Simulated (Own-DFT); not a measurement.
Simulation results for Hf36O71 (tetragonal hafnia with one neutral oxygen vacancy, atoms displaced)

Computed with Own-DFT development build. A calculation, not a measurement: plane-wave PBE and HSE06 DFT by an unreviewed code, no spin, of a simulated cell at Gamma alone, so results move with cell size and shape, stress positive in tension, energies less offsets, not probed for a lower state with spin; hafnium file: forces about 75 meV/angstrom off all-electron values; oxygen file: force components 24 meV/angstrom off all-electron in a glass; k mesh not checked against a denser one; forces and stress are PBE's, HSE06 gives the energy alone, and its difference from PBE has offsets of its own; offsets are fitted by least squares, one for each functional and potential file, so energies compare only between cells with the same atoms and settings and are not formation energies; the far tail of each file's local potential was reset to the Coulomb form; each entry is a single point on an unrelaxed cell, so the pressure reflects the starting lattice, taken from the Materials Project, from which strain is counted, and rises with the displacements; printed positions are rounded, which can move forces by about a meV/angstrom; the program is a retired in-house code; no spin-orbit coupling.

Common to all runs: first functional PBE; second functional HSE06; exact exchange share 0.25; screening 0.11 1/bohr; exchange divergence Gygi-Baldereschi; potential files PseudoDojo norm-conserving, scalar-relativistic, made for PBE, standard set; wave cutoff 48 hartree; occupations fixed; k mesh 1 x 1 x 1 centred on Gamma.

(1) Hf36O71 (tetragonal hafnia with one neutral oxygen vacancy, atoms displaced)

```cif
# cell vector a (Å): 10.7800 0.0000 0.0000
# cell vector b (Å): 0.0000 10.7800 0.0000
# cell vector c (Å): 0.0000 0.0000 10.4493
data_Hf36O71
_symmetry_space_group_name_H-M 'P 1'
_symmetry_Int_Tables_number 1
_cell_length_a 10.7800
_cell_length_b 10.7800
_cell_length_c 10.4493
_cell_angle_alpha 90.000
_cell_angle_beta 90.000
_cell_angle_gamma 90.000
_cell_volume 1214.30
loop_
_atom_site_label
_atom_site_type_symbol
_atom_site_fract_x
_atom_site_fract_y
_atom_site_fract_z
_atom_site_occupancy
Hf1 Hf 0.00021 0.99892 0.99465 1
Hf2 Hf 0.17131 0.17039 0.24980 1
O1 O 0.00054 0.16743 0.14824 1
O2 O 0.16575 0.99507 0.34906 1
O3 O 0.99929 0.16061 0.40398 1
O4 O 0.16892 0.99858 0.09510 1
Hf3 Hf 0.00142 0.00724 0.50125 1
Hf4 Hf 0.16286 0.17034 0.75645 1
O5 O 0.00313 0.16667 0.65001 1
O6 O 0.16877 0.00168 0.84826 1
O7 O 0.00109 0.16388 0.89931 1
O8 O 0.16542 0.99984 0.59868 1
Hf5 Hf 0.00389 0.32995 0.99743 1
Hf6 Hf 0.16272 0.50043 0.25299 1
O9 O 0.99926 0.49902 0.15155 1
O10 O 0.16009 0.32787 0.34954 1
O11 O 0.99804 0.49903 0.39857 1
O12 O 0.16759 0.33059 0.09622 1
Hf7 Hf 0.00344 0.33583 0.50184 1
Hf8 Hf 0.17309 0.50125 0.74913 1
O13 O 0.00159 0.49542 0.65361 1
O14 O 0.16814 0.33769 0.84093 1
O15 O 0.00079 0.49842 0.90483 1
O16 O 0.16746 0.33562 0.60041 1
Hf9 Hf 0.99929 0.66417 0.00316 1
Hf10 Hf 0.16437 0.83527 0.25638 1
O17 O 0.99817 0.83054 0.15498 1
O18 O 0.16596 0.66742 0.34379 1
O19 O 0.00231 0.83313 0.40351 1
O20 O 0.16589 0.66518 0.09962 1
Hf11 Hf 0.00123 0.66480 0.49702 1
Hf12 Hf 0.16551 0.82698 0.74424 1
O21 O 0.99709 0.83270 0.65184 1
O22 O 0.16660 0.66276 0.84567 1
O23 O 0.99708 0.83031 0.90065 1
O24 O 0.16562 0.66526 0.59933 1
Hf13 Hf 0.33715 0.99954 0.99820 1
Hf14 Hf 0.50165 0.16748 0.25108 1
O25 O 0.33774 0.15937 0.14935 1
O26 O 0.49955 0.99712 0.35077 1
O27 O 0.33090 0.16617 0.40641 1
Hf15 Hf 0.33614 0.99782 0.49830 1
Hf16 Hf 0.50156 0.16844 0.75386 1
O28 O 0.33046 0.16211 0.65220 1
O29 O 0.49695 0.00013 0.84431 1
O30 O 0.33199 0.16487 0.90020 1
O31 O 0.49624 0.99606 0.60204 1
Hf17 Hf 0.33229 0.33042 0.99722 1
Hf18 Hf 0.50446 0.49897 0.25739 1
O32 O 0.33721 0.50056 0.14671 1
O33 O 0.50239 0.33425 0.34539 1
O34 O 0.33188 0.50195 0.40381 1
O35 O 0.49477 0.33185 0.10045 1
Hf19 Hf 0.33727 0.33707 0.49713 1
Hf20 Hf 0.49904 0.50334 0.74950 1
O36 O 0.33152 0.49779 0.64992 1
O37 O 0.50417 0.32845 0.85054 1
O38 O 0.33146 0.50069 0.90547 1
O39 O 0.49658 0.33323 0.59788 1
Hf21 Hf 0.33358 0.66701 0.99543 1
Hf22 Hf 0.50212 0.83352 0.24585 1
O40 O 0.33537 0.83073 0.14727 1
O41 O 0.49684 0.66940 0.34947 1
O42 O 0.33403 0.83155 0.40369 1
O43 O 0.49776 0.66381 0.09683 1
Hf23 Hf 0.33390 0.66770 0.50009 1
Hf24 Hf 0.50046 0.83705 0.75178 1
O44 O 0.33439 0.83680 0.65452 1
O45 O 0.49325 0.66213 0.84711 1
O46 O 0.33346 0.82898 0.90625 1
O47 O 0.50413 0.66657 0.59793 1
Hf25 Hf 0.66558 0.00409 0.00086 1
Hf26 Hf 0.83278 0.16397 0.24843 1
O48 O 0.67146 0.16540 0.15137 1
O49 O 0.83621 0.99664 0.34794 1
O50 O 0.66569 0.16454 0.40555 1
O51 O 0.83273 0.99818 0.10191 1
Hf27 Hf 0.67054 0.00160 0.50177 1
Hf28 Hf 0.82770 0.17067 0.74923 1
O52 O 0.66160 0.16594 0.65338 1
O53 O 0.83045 0.00237 0.84928 1
O54 O 0.66733 0.16688 0.89872 1
O55 O 0.83086 0.00207 0.59615 1
Hf29 Hf 0.66817 0.32983 0.99710 1
Hf30 Hf 0.83284 0.50119 0.24666 1
O56 O 0.66550 0.49822 0.15309 1
O57 O 0.83465 0.33058 0.33872 1
O58 O 0.66857 0.49696 0.40350 1
O59 O 0.83751 0.33084 0.10381 1
Hf31 Hf 0.66526 0.33360 0.49946 1
Hf32 Hf 0.83078 0.49948 0.75370 1
O60 O 0.67019 0.50345 0.65104 1
O61 O 0.83699 0.33428 0.84847 1
O62 O 0.66215 0.49686 0.90651 1
O63 O 0.83341 0.33598 0.60165 1
Hf33 Hf 0.66652 0.66544 0.99598 1
Hf34 Hf 0.82943 0.83420 0.25317 1
O64 O 0.66930 0.83224 0.15157 1
O65 O 0.83106 0.66545 0.34574 1
O66 O 0.66083 0.83426 0.40395 1
O67 O 0.83864 0.66973 0.10030 1
Hf35 Hf 0.66773 0.66369 0.50361 1
Hf36 Hf 0.83157 0.83110 0.75475 1
O68 O 0.66597 0.83495 0.65247 1
O69 O 0.83178 0.66471 0.84743 1
O70 O 0.67460 0.83765 0.89971 1
O71 O 0.83168 0.66146 0.59974 1
```

The calculation gives: PBE energy of cell above offsets -100.277 eV; HSE06 less PBE above offsets -0.092 eV; PBE pressure 0.76 GPa; PBE stress xx 1.46 GPa; PBE stress yy -2.44 GPa; PBE stress zz -1.29 GPa; PBE stress yz -0.28 GPa; PBE stress xz -0.53 GPa; PBE stress xy -0.01 GPa.

Force:
```csv
element,x (eV/Å),y (eV/Å),z (eV/Å)
Hf,0.461,-0.563,1.071
Hf,-0.828,-1.761,-0.523
O,0.395,-0.157,0.522
O,0.288,1.603,-0.075
O,-0.015,1.844,-0.644
O,-0.312,0.042,-0.072
Hf,0.271,-1.67,0.596
Hf,0.994,-1.388,-1.605
O,-1.126,0.235,0.345
O,-0.271,-0.958,-0.185
O,0.04,0.75,-0.104
O,0.291,-0.434,-0.345
Hf,-0.862,0.288,0.732
Hf,0.925,0.359,-1.462
O,0.363,-0.044,0.185
O,0.313,1.173,-0.041
O,0.327,0.126,0.274
O,0.357,-0.233,0.195
Hf,-0.114,-0.669,0.337
Hf,-1.447,-0.121,-0.171
O,-0.325,0.238,-0.001
O,-0.075,-0.551,1.457
O,-0.257,0.026,0.005
O,0.406,0.03,-0.99
Hf,0.95,0.31,0.137
Hf,-0.11,-0.11,-1.829
O,0.264,0.301,0.088
O,-0.03,-0.725,1.068
O,-0.037,-0.382,0.299
O,-0.007,-0.217,-0.474
Hf,-0.732,0.794,0.447
Hf,-0.471,1.392,0.563
O,-0.002,-0.35,0.289
O,0.108,0.772,0.143
O,0.025,0.114,0.101
O,0.338,0.243,-0.461
Hf,-0.711,-0.532,0.534
Hf,-0.054,-0.722,-0.412
O,-0.05,-0.114,0.534
O,-0.246,0.792,-1.166
O,0.269,0.578,-0.984
Hf,-0.718,0.416,1.105
Hf,-1.919,-0.638,-1.243
O,0.576,0.516,0.59
O,0.307,0.1,1.299
O,0.103,0.488,0.307
O,1.076,0.059,-0.472
Hf,0.599,0.836,0.628
Hf,-1.151,1.231,-2.064
O,-0.72,-0.389,1.627
O,-0.184,-0.442,1.02
O,-0.082,-0.308,-0.362
O,1.22,-0.452,-0.43
Hf,-1.269,-1.142,1.091
Hf,0.066,-0.827,-0.137
O,1.305,0.388,0.042
O,-0.213,1.334,-0.171
O,0.231,-1.072,-1.221
O,0.89,0.263,-0.066
Hf,-0.47,-0.457,2.015
Hf,-0.525,-0.368,0.249
O,0.188,0.755,0.91
O,0.237,-0.843,-0.057
O,-0.282,-0.198,-0.068
O,1.338,0.369,-0.37
Hf,0.458,0.469,-0.085
Hf,-0.15,-0.207,-0.801
O,-0.121,-0.782,-0.124
O,0.825,0.931,-0.042
O,0.204,1.169,-1.034
O,-1.074,-0.413,0.315
Hf,0.632,-0.699,0.509
Hf,1.482,-0.05,-0.035
O,-1.49,-0.217,-0.298
O,-0.567,0.566,0.358
O,-0.015,0.696,-0.437
O,-0.094,0.179,-0.812
Hf,-1.083,-1.141,0.071
Hf,1.135,-0.88,-0.513
O,0.648,0.274,-0.23
O,0.336,0.218,-0.386
O,0.095,-0.113,0.183
O,0.489,0.322,0.528
Hf,-0.323,0.401,1.584
Hf,0.231,-0.545,-0.006
O,0.266,0.147,-0.099
O,-0.256,0.327,1.289
O,-0.307,0.264,-0.077
O,-0.665,0.161,-1.705
Hf,0.621,-0.359,0.323
Hf,1.455,0.143,-0.963
O,-1.249,-0.468,0.517
O,-0.566,-0.403,0.442
O,0.307,0.296,-0.691
O,-0.527,-0.487,-0.68
Hf,-0.01,0.556,1.291
Hf,1.161,-0.181,-0.401
O,-0.986,0.208,-0.405
O,-0.052,0.065,0.565
O,0.593,-0.305,0.064
O,-1.693,-0.634,-0.547
Hf,0.378,0.899,-0.625
Hf,0.435,0.674,-0.641
O,0.228,-0.242,0.305
O,-0.444,-0.232,0.462
O,-0.883,-0.815,0.54
O,0.666,0.278,-0.308
```

(2) Hf36O71 (tetragonal hafnia with one neutral oxygen vacancy, atoms displaced)

```cif
# cell vector a (Å): 10.7800 0.0000 0.0000
# cell vector b (Å): 0.0000 10.7800 0.0000
# cell vector c (Å): 0.0000 0.0000 10.4493
data_Hf36O71
_symmetry_space_group_name_H-M 'P 1'
_symmetry_Int_Tables_number 1
_cell_length_a 10.7800
_cell_length_b 10.7800
_cell_length_c 10.4493
_cell_angle_alpha 90.000
_cell_angle_beta 90.000
_cell_angle_gamma 90.000
_cell_volume 1214.30
loop_
_atom_site_label
_atom_site_type_symbol
_atom_site_fract_x
_atom_site_fract_y
_atom_site_fract_z
_atom_site_occupancy
Hf1 Hf 0.00440 0.00418 0.00201 1
Hf2 Hf 0.16505 0.17014 0.25372 1
O1 O 0.99970 0.16816 0.15396 1
O2 O 0.16198 0.99690 0.34675 1
O3 O 0.99492 0.16624 0.40428 1
O4 O 0.16571 0.99873 0.09582 1
Hf3 Hf 0.99788 0.00114 0.50186 1
Hf4 Hf 0.16451 0.16501 0.74779 1
O5 O 0.00212 0.16716 0.65451 1
O6 O 0.16368 0.00040 0.84553 1
O7 O 0.99621 0.16851 0.90078 1
O8 O 0.16755 0.99777 0.59904 1
Hf5 Hf 0.99717 0.33340 0.99617 1
Hf6 Hf 0.16901 0.49974 0.24941 1
O9 O 0.00341 0.49894 0.15324 1
O10 O 0.16944 0.33359 0.34627 1
O11 O 0.99545 0.50047 0.40361 1
O12 O 0.16683 0.33212 0.09602 1
Hf7 Hf 0.00522 0.33319 0.50098 1
Hf8 Hf 0.16059 0.49884 0.75058 1
O13 O 0.99676 0.50019 0.65479 1
O14 O 0.16514 0.33519 0.84108 1
O15 O 0.99819 0.49970 0.90262 1
O16 O 0.16808 0.33201 0.60006 1
Hf9 Hf 0.00093 0.66798 0.99700 1
Hf10 Hf 0.17128 0.83513 0.25181 1
O17 O 0.00545 0.83204 0.15135 1
O18 O 0.16723 0.67327 0.35126 1
O19 O 0.99740 0.82847 0.40205 1
O20 O 0.16795 0.66882 0.09942 1
Hf11 Hf 0.00306 0.66370 0.50130 1
Hf12 Hf 0.16768 0.83403 0.74834 1
O21 O 0.99957 0.83431 0.65274 1
O22 O 0.16801 0.67178 0.84625 1
O23 O 0.99923 0.83108 0.90774 1
O24 O 0.16662 0.66703 0.60226 1
Hf13 Hf 0.32519 0.99740 0.99673 1
Hf14 Hf 0.50156 0.16576 0.25452 1
O25 O 0.33246 0.16461 0.15442 1
O26 O 0.49899 0.00195 0.35036 1
O27 O 0.33754 0.16699 0.40165 1
O28 O 0.50150 0.00044 0.09401 1
Hf15 Hf 0.33162 0.00252 0.50089 1
Hf16 Hf 0.49846 0.16351 0.75063 1
O29 O 0.33654 0.17215 0.65274 1
O30 O 0.49769 0.99999 0.84698 1
O31 O 0.33021 0.17050 0.90053 1
O32 O 0.49856 0.99677 0.60297 1
Hf17 Hf 0.33323 0.33744 0.99955 1
Hf18 Hf 0.49809 0.50189 0.24698 1
O33 O 0.33469 0.50150 0.14945 1
O34 O 0.50357 0.33083 0.34513 1
O35 O 0.33788 0.49864 0.40257 1
O36 O 0.50319 0.33380 0.09582 1
Hf19 Hf 0.33150 0.33587 0.49733 1
Hf20 Hf 0.49778 0.50206 0.75238 1
O37 O 0.33423 0.49914 0.64736 1
O38 O 0.50012 0.33275 0.84577 1
O39 O 0.33342 0.49618 0.89363 1
O40 O 0.50063 0.33230 0.59957 1
Hf21 Hf 0.33591 0.67029 0.00254 1
Hf22 Hf 0.50181 0.83003 0.24850 1
O41 O 0.33468 0.83465 0.15067 1
O42 O 0.50114 0.66791 0.35177 1
O43 O 0.33380 0.83313 0.40384 1
O44 O 0.50144 0.66691 0.09648 1
Hf23 Hf 0.33069 0.66840 0.50226 1
Hf24 Hf 0.49891 0.83115 0.75605 1
O45 O 0.33489 0.83732 0.65610 1
O46 O 0.49737 0.66699 0.84754 1
O47 O 0.33737 0.83013 0.90039 1
O48 O 0.49684 0.67023 0.60484 1
Hf25 Hf 0.66899 0.99905 0.99910 1
Hf26 Hf 0.83173 0.16775 0.25252 1
O49 O 0.66580 0.16507 0.15556 1
O50 O 0.66270 0.16673 0.40109 1
O51 O 0.83312 0.00045 0.10035 1
Hf27 Hf 0.66514 0.00680 0.50080 1
Hf28 Hf 0.83127 0.16889 0.74879 1
O52 O 0.65878 0.16543 0.65244 1
O53 O 0.83164 0.99862 0.84812 1
O54 O 0.67155 0.16301 0.89906 1
O55 O 0.83212 0.00275 0.59793 1
Hf29 Hf 0.66919 0.33368 0.99562 1
Hf30 Hf 0.83271 0.50329 0.24971 1
O56 O 0.66868 0.50535 0.14781 1
O57 O 0.83420 0.34062 0.34647 1
O58 O 0.66373 0.50412 0.40346 1
O59 O 0.83533 0.33725 0.09903 1
Hf31 Hf 0.66689 0.33197 0.50636 1
Hf32 Hf 0.83857 0.50160 0.74993 1
O60 O 0.66958 0.49904 0.65061 1
O61 O 0.82978 0.33558 0.84743 1
O62 O 0.66737 0.49536 0.89654 1
O63 O 0.83190 0.33220 0.60140 1
Hf33 Hf 0.67136 0.66349 0.99992 1
Hf34 Hf 0.83340 0.83283 0.24967 1
O64 O 0.66484 0.83608 0.15093 1
O65 O 0.83185 0.66611 0.34787 1
O66 O 0.67116 0.83332 0.40412 1
O67 O 0.83658 0.66890 0.09866 1
Hf35 Hf 0.66847 0.66741 0.49819 1
Hf36 Hf 0.83483 0.83400 0.74713 1
O68 O 0.66797 0.82828 0.64878 1
O69 O 0.83340 0.66410 0.85115 1
O70 O 0.67210 0.83380 0.90334 1
O71 O 0.83234 0.66471 0.59252 1
```

Results for Hf36O71 (tetragonal hafnia with one neutral oxygen vacancy, atoms displaced): PBE energy of cell above offsets -100.951 eV; HSE06 less PBE above offsets -0.130 eV; PBE pressure 0.54 GPa; PBE stress xx 0.12 GPa; PBE stress yy -0.72 GPa; PBE stress zz -1.03 GPa; PBE stress yz 0.62 GPa; PBE stress xz -0.08 GPa; PBE stress xy 0.07 GPa.

Force:
```csv
element,x (eV/Å),y (eV/Å),z (eV/Å)
Hf,-1.516,-0.911,-0.017
Hf,0.721,-0.965,-1.163
O,0.095,-0.158,-0.002
O,0.212,1.229,0.381
O,0.113,0.357,0.045
O,0.187,0.152,0.286
Hf,-0.004,-1.093,-0.538
Hf,1.396,0.634,0.312
O,-0.598,-0.039,-0.516
O,0.144,-0.187,0.609
O,0.174,-0.18,0.014
O,-0.208,0.444,-0.181
Hf,0.218,0.142,0.953
Hf,-0.564,1.018,-0.486
O,0.053,0.132,0.253
O,-0.344,0.307,0.73
O,0.983,-0.308,0.219
O,-0.148,0.184,0.008
Hf,-1.461,0.124,-0.051
Hf,1.9,0.679,0.067
O,1.075,-0.161,-0.859
O,-0.457,-0.489,0.566
O,0.359,0.053,-0.429
O,-0.514,0.241,-0.699
Hf,0.273,0.236,1.031
Hf,-0.919,-0.453,-0.41
O,-0.619,0.229,0.556
O,0.156,-1.668,-0.046
O,-0.474,1.025,0.44
O,0.38,-0.406,-0.278
Hf,-0.781,0.823,-0.423
Hf,-0.011,-0.215,-0.127
O,0.197,0.046,-0.017
O,-0.241,-1.082,0.282
O,0.018,1.018,-0.651
O,-0.167,-0.056,-0.251
Hf,2.2,1.163,0.315
Hf,-0.436,-0.253,-1.183
O,-0.37,0.06,0.219
O,0.103,-0.982,-0.05
O,-0.775,0.08,0.307
O,-0.759,-0.122,-0.108
Hf,1.168,-0.464,0.141
Hf,-0.557,0.518,0.38
O,-1.188,-0.545,-0.311
O,0.012,-0.152,0.352
O,-0.287,-0.658,0.49
O,-0.11,0.296,-0.759
Hf,0.72,-0.947,-0.276
Hf,1.263,-0.59,0.792
O,-0.429,-0.076,0.03
O,-0.284,1.043,0.107
O,-0.444,0.681,-0.686
O,-0.426,0.344,-0.154
Hf,1.54,-0.349,1.086
Hf,0.349,-0.603,-1.052
O,-0.844,-0.019,0.314
O,0.202,-0.188,0.279
O,-0.154,1.037,0.952
O,-0.258,0.249,-0.74
Hf,-0.533,-0.8,-0.589
Hf,0.211,1.087,0.429
O,0.088,-0.149,-0.122
O,-0.291,-0.052,-0.72
O,-0.096,0.467,0.009
O,-0.042,0.03,0.329
Hf,1.118,-0.262,0.393
Hf,0.784,0.411,-1.387
O,-0.706,-0.251,-0.26
O,0.292,-0.404,0.975
O,-0.426,0.679,0.328
O,0.109,-0.236,-0.787
Hf,-0.436,0.026,0.377
Hf,-0.184,-0.167,-0.178
O,0.662,0.206,-0.18
O,0.991,0.241,0.231
O,0.633,0.015,0.235
Hf,-0.714,-1.54,0.11
Hf,-0.485,-0.417,0.453
O,1.662,0.021,-0.492
O,0.471,0.241,-0.563
O,0.003,0.729,0.256
O,0.135,0.207,-0.407
Hf,-0.393,-0.423,0.28
Hf,0.102,-0.17,-0.071
O,-0.422,0.02,0.22
O,-0.162,-1.264,0.264
O,-0.013,-1.134,-0.342
O,-0.334,-0.208,-0.56
Hf,-0.683,1.392,-0.615
Hf,-2.345,0.013,0.03
O,-0.267,0.037,0.391
O,0.507,-0.436,0.075
O,-0.233,1.089,0.634
O,0.998,-0.577,-0.336
Hf,0.13,-0.01,-0.318
Hf,0.469,0.453,0.2
O,0.498,-0.457,0.326
O,-0.028,0.194,-0.341
O,0.214,1.047,-0.601
O,-0.211,0.018,-0.114
Hf,-0.798,0.062,0.758
Hf,-1.101,-0.16,0.513
O,0.162,0.347,0.951
O,0.085,0.45,-0.452
O,-0.399,-0.602,-0.106
O,1.12,0.017,0.718
```

(3) Hf36O71 (tetragonal hafnia with one neutral oxygen vacancy, atoms displaced)

```cif
# cell vector a (Å): 10.7800 0.0000 0.0000
# cell vector b (Å): 0.0000 10.7800 0.0000
# cell vector c (Å): 0.0000 0.0000 10.4493
data_Hf36O71
_symmetry_space_group_name_H-M 'P 1'
_symmetry_Int_Tables_number 1
_cell_length_a 10.7800
_cell_length_b 10.7800
_cell_length_c 10.4493
_cell_angle_alpha 90.000
_cell_angle_beta 90.000
_cell_angle_gamma 90.000
_cell_volume 1214.30
loop_
_atom_site_label
_atom_site_type_symbol
_atom_site_fract_x
_atom_site_fract_y
_atom_site_fract_z
_atom_site_occupancy
Hf1 Hf 0.00095 0.99814 0.99299 1
Hf2 Hf 0.17181 0.16763 0.25619 1
O1 O 0.00154 0.16814 0.14945 1
O2 O 0.99904 0.16878 0.40668 1
O3 O 0.16996 0.00241 0.09517 1
Hf3 Hf 0.00344 0.00192 0.49685 1
Hf4 Hf 0.16898 0.16412 0.74857 1
O4 O 0.00274 0.16875 0.64692 1
O5 O 0.16622 0.00133 0.84951 1
O6 O 0.00527 0.16380 0.90251 1
O7 O 0.16629 0.00246 0.59394 1
Hf5 Hf 0.99916 0.33232 0.00070 1
Hf6 Hf 0.16587 0.49651 0.25171 1
O8 O 0.00237 0.49348 0.15192 1
O9 O 0.16929 0.33206 0.35018 1
O10 O 0.00262 0.50046 0.40642 1
O11 O 0.16688 0.33614 0.09877 1
Hf7 Hf 0.00286 0.33515 0.49800 1
Hf8 Hf 0.16466 0.49688 0.75278 1
O12 O 0.00230 0.49809 0.65824 1
O13 O 0.17023 0.33298 0.85005 1
O14 O 0.99621 0.49968 0.90101 1
O15 O 0.16963 0.33632 0.59369 1
Hf9 Hf 0.00198 0.66409 0.99953 1
Hf10 Hf 0.17226 0.82852 0.24955 1
O16 O 0.99945 0.83619 0.15041 1
O17 O 0.17044 0.66529 0.34753 1
O18 O 0.99952 0.83276 0.40171 1
O19 O 0.16229 0.66706 0.09827 1
Hf11 Hf 0.00302 0.66553 0.50170 1
Hf12 Hf 0.16754 0.83747 0.75204 1
O20 O 0.00267 0.83276 0.65774 1
O21 O 0.16821 0.66072 0.84909 1
O22 O 0.00152 0.83211 0.90063 1
O23 O 0.16802 0.66475 0.59245 1
Hf13 Hf 0.33222 0.99910 0.00159 1
Hf14 Hf 0.50210 0.16237 0.25224 1
O24 O 0.33402 0.17084 0.15577 1
O25 O 0.49854 0.00111 0.34365 1
O26 O 0.33415 0.16802 0.40210 1
O27 O 0.49408 0.00266 0.09610 1
Hf15 Hf 0.33603 0.00024 0.50036 1
Hf16 Hf 0.49854 0.16489 0.75243 1
O28 O 0.33123 0.16359 0.65316 1
O29 O 0.49448 0.99986 0.84880 1
O30 O 0.33363 0.16641 0.90187 1
O31 O 0.50132 0.99620 0.60017 1
Hf17 Hf 0.33363 0.33071 0.00076 1
Hf18 Hf 0.50097 0.50430 0.24762 1
O32 O 0.33337 0.49834 0.15412 1
O33 O 0.50083 0.32875 0.35008 1
O34 O 0.33069 0.50250 0.40198 1
O35 O 0.50202 0.33805 0.09480 1
Hf19 Hf 0.33423 0.33469 0.49900 1
Hf20 Hf 0.49889 0.50240 0.75141 1
O36 O 0.33055 0.50479 0.65424 1
O37 O 0.50436 0.32864 0.85051 1
O38 O 0.33381 0.50566 0.90310 1
O39 O 0.49958 0.32950 0.59779 1
Hf21 Hf 0.33528 0.66800 0.99985 1
Hf22 Hf 0.50342 0.83819 0.25206 1
O40 O 0.32896 0.83401 0.14941 1
O41 O 0.49636 0.66817 0.34933 1
O42 O 0.33285 0.83768 0.40588 1
O43 O 0.50003 0.66794 0.09882 1
Hf23 Hf 0.33045 0.66342 0.50281 1
Hf24 Hf 0.50074 0.83208 0.75074 1
O44 O 0.33094 0.83239 0.65496 1
O45 O 0.50503 0.67004 0.84854 1
O46 O 0.33320 0.83316 0.90129 1
O47 O 0.49896 0.66651 0.59281 1
Hf25 Hf 0.66963 0.99839 0.99847 1
Hf26 Hf 0.83246 0.16521 0.25067 1
O48 O 0.66689 0.16208 0.15554 1
O49 O 0.82948 0.00122 0.35106 1
O50 O 0.66740 0.16370 0.39768 1
O51 O 0.83487 0.00339 0.09755 1
Hf27 Hf 0.67073 0.00179 0.50024 1
Hf28 Hf 0.83204 0.16769 0.74856 1
O52 O 0.66610 0.16724 0.65254 1
O53 O 0.83160 0.99491 0.84740 1
O54 O 0.66971 0.16234 0.90322 1
O55 O 0.83554 0.99859 0.59904 1
Hf29 Hf 0.66487 0.32814 0.00207 1
Hf30 Hf 0.82971 0.50237 0.24675 1
O56 O 0.66647 0.49918 0.15442 1
O57 O 0.82994 0.32929 0.35404 1
O58 O 0.66204 0.49785 0.40171 1
O59 O 0.84249 0.33430 0.10032 1
Hf31 Hf 0.66949 0.33624 0.50259 1
Hf32 Hf 0.83438 0.49544 0.75345 1
O60 O 0.66384 0.49923 0.65636 1
O61 O 0.83107 0.33436 0.84411 1
O62 O 0.66227 0.50139 0.89782 1
O63 O 0.83925 0.33295 0.59421 1
Hf33 Hf 0.66657 0.66311 0.00152 1
Hf34 Hf 0.83535 0.83358 0.24649 1
O64 O 0.66240 0.83479 0.15061 1
O65 O 0.83219 0.66771 0.34392 1
O66 O 0.66290 0.83033 0.40487 1
O67 O 0.83709 0.66684 0.09604 1
Hf35 Hf 0.66552 0.66740 0.50370 1
Hf36 Hf 0.83660 0.83074 0.75089 1
O68 O 0.66664 0.83304 0.65074 1
O69 O 0.83322 0.66543 0.85230 1
O70 O 0.67025 0.83151 0.90343 1
O71 O 0.83462 0.66887 0.59402 1
```

The calculation gives: PBE energy of cell above offsets -101.129 eV; HSE06 less PBE above offsets -0.165 eV; PBE pressure 1.02 GPa; PBE stress xx -0.86 GPa; PBE stress yy -0.51 GPa; PBE stress zz -1.69 GPa; PBE stress yz -0.2 GPa; PBE stress xz 0.32 GPa; PBE stress xy 0.02 GPa.

Force:
```csv
element,x (eV/Å),y (eV/Å),z (eV/Å)
Hf,0.279,0.222,1.553
Hf,-0.826,-0.874,-0.994
O,0.218,-0.099,0.934
O,0.471,-0.529,-0.953
O,-0.796,-0.033,0.458
Hf,-0.529,-0.178,0.14
Hf,-0.685,0.678,0.093
O,-0.289,-0.096,1.081
O,0.051,-0.291,-0.446
O,-0.654,0.656,-0.601
O,0.343,-0.294,-0.02
Hf,1.311,-0.337,0.366
Hf,0.378,0.201,-0.388
O,-0.66,0.591,0.377
O,-0.185,0.196,-0.111
O,-0.108,0.227,-0.586
O,0.219,-0.044,-0.238
Hf,0.106,-0.416,0.453
Hf,0.58,0.158,0.001
O,-0.648,0.183,-0.559
O,-0.019,-0.222,-0.307
O,0.005,-0.453,0.222
O,-0.103,-0.093,0.585
Hf,0.038,0.257,-0.35
Hf,-1.103,0.832,0.207
O,0.318,-0.031,0.273
O,-0.178,0.149,-0.149
O,0.273,0.088,0.144
O,0.967,-0.027,0.073
Hf,-0.279,0.507,-0.275
Hf,0.106,-1.131,0.199
O,0.103,-0.085,-0.561
O,-0.284,1.196,-0.273
O,0.109,-0.27,0.053
O,-0.789,0.162,0.814
Hf,0.016,0.015,-0.36
Hf,-0.31,1.185,-0.121
O,0.093,0.227,-0.268
O,0.085,-0.312,0.958
O,-0.474,-0.643,0.165
O,1.216,-0.143,0.277
Hf,-0.195,0.186,0.222
Hf,-0.254,-0.027,-0.475
O,0.641,0.06,-0.035
O,0.544,-0.295,-0.168
O,-0.009,0.026,0.137
O,0.179,0.31,-0.458
Hf,-0.473,0.588,0.097
Hf,-0.797,-0.616,1.102
O,0.034,0.218,-0.015
O,-0.137,0.849,-0.613
O,0.285,-0.816,0.143
O,0.103,-0.222,0.227
Hf,0.474,0.203,-0.174
Hf,-0.212,-0.478,0.275
O,0.669,-0.203,-0.055
O,-0.117,0.627,-0.257
O,0.657,-1.205,0.115
O,-0.161,0.298,0.262
Hf,-0.86,0,0.191
Hf,-0.788,-1.105,-0.101
O,1.223,-0.249,0.342
O,0.132,0.092,-0.659
O,-0.487,-0.453,-0.462
O,0.113,-0.347,0.015
Hf,0.476,0.479,-0.74
Hf,-0.057,0.775,-0.421
O,0.344,0.065,-0.025
O,-0.298,-0.485,-0.021
O,-0.145,-0.155,0.146
O,0.04,-0.099,1.066
Hf,-0.317,-0.599,0.455
Hf,0.885,0.165,0.05
O,-0.005,0.556,-0.915
O,0.181,-0.652,-0.44
O,-0.227,0.398,0.895
O,-0.242,-0.309,-0.183
Hf,0.077,-0.446,0.191
Hf,0.681,-0.786,-0.481
O,0.345,-0.008,0.073
O,0.225,1.006,0.029
O,0.119,0.546,-0.05
O,-0.129,0.212,-0.038
Hf,0.245,0.559,-0.429
Hf,1.08,-0.685,0.811
O,0.294,0.174,-0.798
O,0.091,1.003,-0.964
O,0.317,0.647,0.21
O,-2.422,-0.044,-0.234
Hf,-0.394,-0.704,-0.731
Hf,-0.012,1.351,-0.422
O,0.644,-0.138,-0.598
O,-0.029,-0.983,0.699
O,0.241,-0.746,1.107
O,-0.969,0.195,0.9
Hf,0.253,0.537,-0.699
Hf,0.237,0.296,0.356
O,0.937,0.128,0.206
O,-0.063,-0.297,-0.126
O,-0.081,0.73,-0.395
O,-0.771,-0.24,0.478
Hf,0.125,0.006,-0.578
Hf,-0.59,-0.353,-0.228
O,0.237,-0.314,0.503
O,-0.037,-0.216,-0.717
O,-0.288,0.11,0.12
O,0.07,-0.247,0.415
```
